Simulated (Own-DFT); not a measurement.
# Strain and stress in zincblende GaP, 64 atoms (Ga32P32)

All numbers below are calculated, not measured. The program, named Own-DFT, is a retired in-house plane-wave density functional code that no person has reviewed. Each row is one single-point run on a periodic cell that was not relaxed, without spin or spin-orbit coupling.

Settings of every run: PBE; PseudoDojo norm-conserving scalar-relativistic files; cutoff 42 hartree; 3 x 3 x 3 k mesh centred on Gamma; Fermi-Dirac smearing of 0.1 eV.

Known limits: forces on such cells passed a denser k mesh, each cell not checked; stress not checked against mesh or cutoff.

Unstrained cell vectors in Å: (10.901, 0.000, 0.000); (0.000, 10.901, 0.000); (0.000, 0.000, 10.901). The unstrained cell has measured lattice constants (interpolated for alloys), not those of this functional. That, the random moves and any unrelaxed bonds set the pressure at no strain. Each run strains this cell uniformly, with the atoms carried along. Every atom was also moved at random, by a Gaussian of width 0.05 Å on each axis. Strain is the symmetric tensor, in per cent. Stress is positive in tension, and the pressure is minus a third of its trace.

| run | e_xx (%) | e_yy (%) | e_zz (%) | e_yz (%) | e_xz (%) | e_xy (%) | s_xx (GPa) | s_yy (GPa) | s_zz (GPa) | s_yz (GPa) | s_xz (GPa) | s_xy (GPa) | P (GPa) | E (meV/atom) |
|---|---|---|---|---|---|---|---|---|---|---|---|---|---|---|
| 1 | -1.68 | 0.64 | -1.48 | -1.45 | 0.59 | 1.46 | -6.77 | -5.08 | -6.49 | -2.81 | 1.77 | 4.24 | 6.11 | 39.5 |
| 2 | -0.88 | 1.81 | -0.06 | -1.16 | -1.84 | 0.79 | -3.61 | -1.69 | -3.23 | -1.98 | -3.58 | 1.65 | 2.85 | 20.2 |
| 3 | 0.19 | -0.50 | -0.24 | -1.21 | 0.15 | 0.67 | -3.66 | -4.15 | -3.89 | -2.87 | 0.09 | 1.09 | 3.90 | 12.3 |
| 4 | 0.62 | 0.57 | 1.83 | 0.77 | 1.20 | -1.53 | -1.35 | -1.56 | -0.46 | 1.39 | 2.55 | -3.10 | 1.12 | 13.6 |
| 5 | 0.72 | -0.89 | -0.52 | -1.25 | 1.44 | 0.92 | -3.52 | -4.63 | -4.44 | -2.78 | 3.42 | 2.56 | 4.19 | 22.2 |
| 6 | -0.64 | -0.97 | -1.40 | -1.88 | 0.69 | -1.19 | -6.26 | -6.53 | -6.88 | -4.14 | 0.64 | -2.81 | 6.55 | 40.4 |
| 7 | 0.86 | 1.97 | 0.67 | 1.27 | -1.03 | 0.67 | -0.74 | 0.03 | -0.92 | 2.22 | -1.70 | 0.96 | 0.54 | 1.1 |
| 8 | -0.26 | 0.05 | 1.49 | 0.03 | 1.76 | 0.18 | -2.59 | -2.49 | -1.34 | 0.20 | 2.77 | 0.18 | 2.14 | 0.0 |
| 9 | -1.32 | -0.50 | 1.80 | 0.54 | 0.92 | 0.22 | -4.31 | -3.78 | -2.03 | 1.54 | 1.61 | 0.97 | 3.37 | 11.7 |
| 10 | 0.20 | 1.17 | 1.23 | -1.95 | -0.63 | 0.93 | -1.64 | -1.06 | -0.95 | -3.13 | -0.70 | 1.53 | 1.22 | 4.0 |
| 11 | 1.82 | 0.21 | -1.11 | 0.36 | -1.98 | 1.18 | -1.65 | -2.74 | -3.77 | 1.50 | -3.71 | 1.32 | 2.72 | 16.8 |
| 12 | -0.92 | -1.74 | 0.12 | -0.97 | -0.87 | -1.81 | -6.17 | -6.67 | -5.27 | -1.72 | -2.03 | -4.26 | 6.04 | 35.1 |
| 13 | -1.68 | -1.03 | 0.99 | 0.50 | -1.58 | -0.78 | -5.66 | -5.12 | -3.83 | 1.38 | -2.41 | -1.37 | 4.87 | 16.0 |
| 14 | -0.20 | -0.81 | -0.06 | 1.41 | 0.15 | 1.76 | -4.32 | -4.79 | -4.29 | 2.45 | 0.25 | 3.34 | 4.47 | 19.2 |
| 15 | -0.89 | -0.04 | 1.84 | -0.72 | -1.78 | 1.55 | -3.46 | -2.90 | -1.43 | -0.97 | -2.99 | 2.47 | 2.60 | 6.9 |
| 16 | 1.56 | -0.41 | -0.43 | 0.19 | -0.36 | 0.09 | ? | ? | ? | ? | ? | ? | ? | ? |

E is the free energy for each atom above the lowest run shown.

## Worked fit

Each stress component was fitted by least squares to a constant and the strains of the runs shown, as fractions, with shears doubled. Shear strains stay in the fit of a normal stress only where such slopes are resolved. The slopes, in GPa:

| stress | at no strain | per e_xx | per e_yy | per e_zz | scatter |
|---|---|---|---|---|---|
| s_xx | -3.6 | 139 ± 5 | 63 ± 5 | 76 ± 4 | 0.19 |
| s_yy | -3.6 | 66 ± 6 | 132 ± 6 | 72 ± 5 | 0.21 |
| s_zz | -3.6 | 67 ± 5 | 60 ± 4 | 148 ± 4 | 0.17 |

Each shear stress against twice its own strain: yz 95 ± 6, xz 93 ± 6, xy 105 ± 6 GPa. These are stiffnesses along x, y and z of the frame in which the cell vectors are given, which need not be the crystal's axes. The atoms are held to the strained lattice; where symmetry lets them move under strain, relaxing them would lower some slopes. The table should be nearly symmetric about its diagonal, and what it lacks of that shows the noise. A ninth of its sum, 91 ± 3 GPa, estimates the bulk modulus near the mean pressure of these runs, 3.5 GPa, so it lies above the value at zero pressure.

## Withheld run

Question: what normal stresses and pressure should run 16 give?

The fit gives s_xx = -2.0, s_yy = -3.4, s_zz = -3.4 and P = 3.0 GPa. The calculation gave -1.52, -2.95, -3.02 and P = 2.50 GPa.
